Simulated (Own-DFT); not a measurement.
# Across the composition range of diamond-structure SiGe

All numbers below are calculated, not measured. The program, named Own-DFT, is a retired in-house plane-wave density functional code that no person has reviewed. Each row is one single-point run on a periodic cell that was not relaxed, without spin or spin-orbit coupling.

Settings of every run: PBE; PseudoDojo norm-conserving scalar-relativistic files; cutoff 42 hartree; 5 x 5 x 5 k mesh centred on Gamma; Fermi-Dirac smearing of 0.1 eV.

Known limits, some of them of some rows only: forces on such cells failed a check on a denser k mesh; forces on such cells moved up to 12 meV/angstrom on a denser k mesh; forces on such cells passed a denser k mesh, each cell not checked; stress not checked against mesh or cutoff.

Each cell has 16 atoms, with Ge and Si placed at random on their shared sites; x is the share of Ge. Lattice constants follow the straight line between measured values of the end members, and atoms start on the ideal sites of that lattice. Every atom was also moved at random, by a Gaussian of width 0.03 Å on each axis. u is the rms move along one axis. dE is the free energy for each Ge or Si site above the straight-line part, a + b x, of the fit below.

| x | cell | u (Å) | volume (Å³/atom) | P (GPa) | dE (meV/site) |
|---|---|---|---|---|---|
| 0.125 | Ge2Si14 | 0.0298 | 20.340 | 2.23 | 3.8 |
| 0.125 | Ge2Si14 | 0.0268 | 20.340 | 2.14 | 0.2 |
| 0.125 | Ge2Si14 | 0.0332 | 20.340 | 2.30 | 10.2 |
| 0.125 | Ge2Si14 | 0.0312 | 20.340 | 2.29 | 8.8 |
| 0.250 | Ge4Si12 | 0.0246 | 20.659 | 2.29 | 2.7 |
| 0.250 | Ge4Si12 | 0.0285 | 20.659 | 2.31 | 6.8 |
| 0.250 | Ge4Si12 | 0.0228 | 20.659 | 2.26 | -0.8 |
| 0.250 | Ge4Si12 | 0.0337 | 20.659 | 2.38 | 12.8 |
| 0.500 | Ge8Si8 | 0.0341 | 21.306 | ? | ? |
| 0.750 | Ge12Si4 | 0.0250 | 21.966 | 3.29 | 8.3 |
| 0.750 | Ge12Si4 | 0.0317 | 21.966 | 3.30 | 6.2 |
| 0.750 | Ge12Si4 | 0.0314 | 21.966 | 3.28 | 9.2 |
| 0.750 | Ge12Si4 | 0.0285 | 21.966 | 3.27 | 10.3 |
| 0.875 | Ge14Si2 | 0.0349 | 22.302 | 3.65 | 3.8 |
| 0.875 | Ge14Si2 | 0.0332 | 22.302 | 3.79 | 13.7 |
| 0.875 | Ge14Si2 | 0.0286 | 22.302 | 3.64 | 1.7 |
| 0.875 | Ge14Si2 | 0.0283 | 22.302 | 3.66 | 3.2 |

## Worked fit

Fit E = a + b x + W x (1 - x) + k (u² - 0.03²) to the rows shown. It gives W = 44 ± 24 meV/site and k = 16 ± 5 eV/Å², with a scatter of 3.5 meV/site. Part of W is bond strain that relaxing the atoms would remove. The pressures follow P = 2.23 - 0.17 x + 2.10 x² GPa, with a scatter of 0.05.

## Withheld member

Question: what pressure and dE should the cell at x = 0.500 give?

The fits give 2.7 GPa and 15 meV/site. The calculation gave 2.79 GPa and 18.5 meV/site.
